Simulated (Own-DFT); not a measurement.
# Strain and stress in 6H (3C twinned every three layers) SiC, 48 atoms (C24Si24)

All numbers below are calculated, not measured. The program, named Own-DFT, is a retired in-house plane-wave density functional code that no person has reviewed. Each row is one single-point run on a periodic cell that was not relaxed, without spin or spin-orbit coupling.

Settings of every run: PBE; PseudoDojo norm-conserving scalar-relativistic files; cutoff 42 hartree; 5 x 5 x 2 k mesh centred on Gamma; Fermi-Dirac smearing of 0.1 eV.

Known limits: forces on such cells passed a denser k mesh, each cell not checked; stress not checked against mesh or cutoff.

Unstrained cell vectors in Å: (4.360, -4.360, 0.000); (0.000, 4.360, -4.360); (8.719, 8.719, 8.719). The unstrained cell has measured lattice constants (interpolated for alloys), not those of this functional. That, the random moves and any unrelaxed bonds set the pressure at no strain. Each run strains this cell uniformly, with the atoms carried along. Every atom was also moved at random, by a Gaussian of width 0.05 Å on each axis. Strain is the symmetric tensor, in per cent. Stress is positive in tension, and the pressure is minus a third of its trace.

| run | e_xx (%) | e_yy (%) | e_zz (%) | e_yz (%) | e_xz (%) | e_xy (%) | s_xx (GPa) | s_yy (GPa) | s_zz (GPa) | s_yz (GPa) | s_xz (GPa) | s_xy (GPa) | P (GPa) | E (meV/atom) |
|---|---|---|---|---|---|---|---|---|---|---|---|---|---|---|
| 1 | 1.97 | 0.78 | 1.06 | -1.55 | -1.95 | 0.11 | 3.77 | 1.07 | 3.62 | -7.10 | -7.32 | -0.23 | -2.82 | 22.2 |
| 2 | -1.84 | 1.00 | -1.74 | -0.86 | -1.29 | -0.97 | -16.52 | -5.41 | -14.12 | -7.58 | -9.29 | -7.14 | 12.02 | 48.0 |
| 3 | 1.64 | 0.08 | 1.76 | 0.67 | 0.05 | -1.01 | 4.05 | -1.26 | 3.10 | 3.65 | -0.54 | -3.44 | -1.97 | 16.6 |
| 4 | 0.86 | 1.17 | -1.56 | 0.97 | 0.93 | -1.04 | -2.70 | -1.08 | -11.07 | 5.83 | 5.98 | -6.76 | 4.95 | 38.2 |
| 5 | 0.94 | -0.83 | 0.73 | -0.26 | 0.66 | 1.09 | -3.05 | -7.51 | -0.78 | -0.48 | 2.08 | 5.62 | 3.78 | 28.0 |
| 6 | -1.55 | -1.03 | -0.70 | -0.69 | 0.88 | -1.08 | -14.16 | -13.72 | -11.55 | -3.49 | 3.43 | -2.00 | 13.14 | 36.6 |
| 7 | -0.17 | 0.43 | 1.87 | -1.70 | -0.36 | 1.99 | -3.90 | -2.22 | 3.50 | -5.96 | -0.99 | 7.87 | 0.87 | 30.3 |
| 8 | 0.95 | -1.51 | -0.19 | 0.19 | -1.72 | 1.10 | -3.33 | -13.09 | -6.76 | 1.23 | -7.01 | 4.65 | 7.73 | 45.1 |
| 9 | 0.35 | 1.79 | 0.44 | 1.77 | 0.15 | -1.90 | 0.25 | 4.48 | -6.33 | 7.41 | -0.13 | -6.92 | 0.54 | 36.6 |
| 10 | -1.37 | -0.26 | -0.40 | 1.92 | -1.82 | -1.47 | -10.83 | -9.67 | -11.29 | 6.60 | -10.54 | -7.88 | 10.59 | 37.1 |
| 11 | -0.96 | 1.21 | 1.16 | 0.16 | -1.15 | -0.64 | -7.57 | -1.18 | 0.76 | -1.49 | -6.09 | -1.71 | 2.66 | 36.1 |
| 12 | 1.20 | 0.12 | 1.54 | -1.28 | 0.90 | -1.61 | 1.58 | -1.25 | 3.63 | -7.15 | 2.17 | -6.64 | -1.32 | 0.0 |
| 13 | -1.05 | 1.91 | 0.45 | 0.38 | 1.06 | -1.66 | -8.64 | 3.97 | -3.36 | -1.25 | 3.14 | -7.52 | 2.68 | 16.7 |
| 14 | 1.89 | 0.39 | 0.00 | 0.25 | -1.90 | -1.44 | 3.81 | -0.06 | -5.35 | -0.33 | -7.73 | -8.04 | 0.54 | 34.0 |
| 15 | 0.85 | 0.54 | 1.29 | -1.56 | 0.04 | -1.89 | 1.24 | -0.22 | -0.08 | -5.14 | 1.01 | -7.65 | -0.31 | 37.0 |
| 16 | 1.84 | 0.32 | -0.73 | -0.81 | -0.12 | -0.65 | ? | ? | ? | ? | ? | ? | ? | ? |

E is the free energy for each atom above the lowest run shown.

## Worked fit

Each stress component was fitted by least squares to a constant and the strains of the runs shown, as fractions, with shears doubled. Shear strains stay in the fit of a normal stress only where such slopes are resolved. The slopes, in GPa:

```
stress  at no strain  per e_xx  per e_yy  per e_zz  scatter
  s_xx          -5.7  442 ± 28  105 ± 33  128 ± 32     1.21
  s_yy          -5.9  144 ± 19  510 ± 22  109 ± 21     0.82
  s_zz          -6.0   93 ± 41   45 ± 49  479 ± 47     1.79
```

Each shear stress against twice its own strain: yz 226 ± 19, xz 228 ± 17, xy 203 ± 17 GPa. These are stiffnesses along x, y and z of the frame in which the cell vectors are given, which need not be the crystal's axes. The atoms are held to the strained lattice; where symmetry lets them move under strain, relaxing them would lower some slopes. The table should be nearly symmetric about its diagonal, and what it lacks of that shows the noise. A ninth of its sum, 228 ± 3 GPa, estimates the bulk modulus near the mean pressure of these runs, 3.5 GPa, so it lies above the value at zero pressure.

## Withheld run

Question: what normal stresses and pressure should run 16 give?

The fit gives s_xx = 1.8, s_yy = -2.4, s_zz = -7.6 and P = 2.7 GPa. The calculation gave 2.63, -0.23, -7.46 and P = 1.69 GPa.
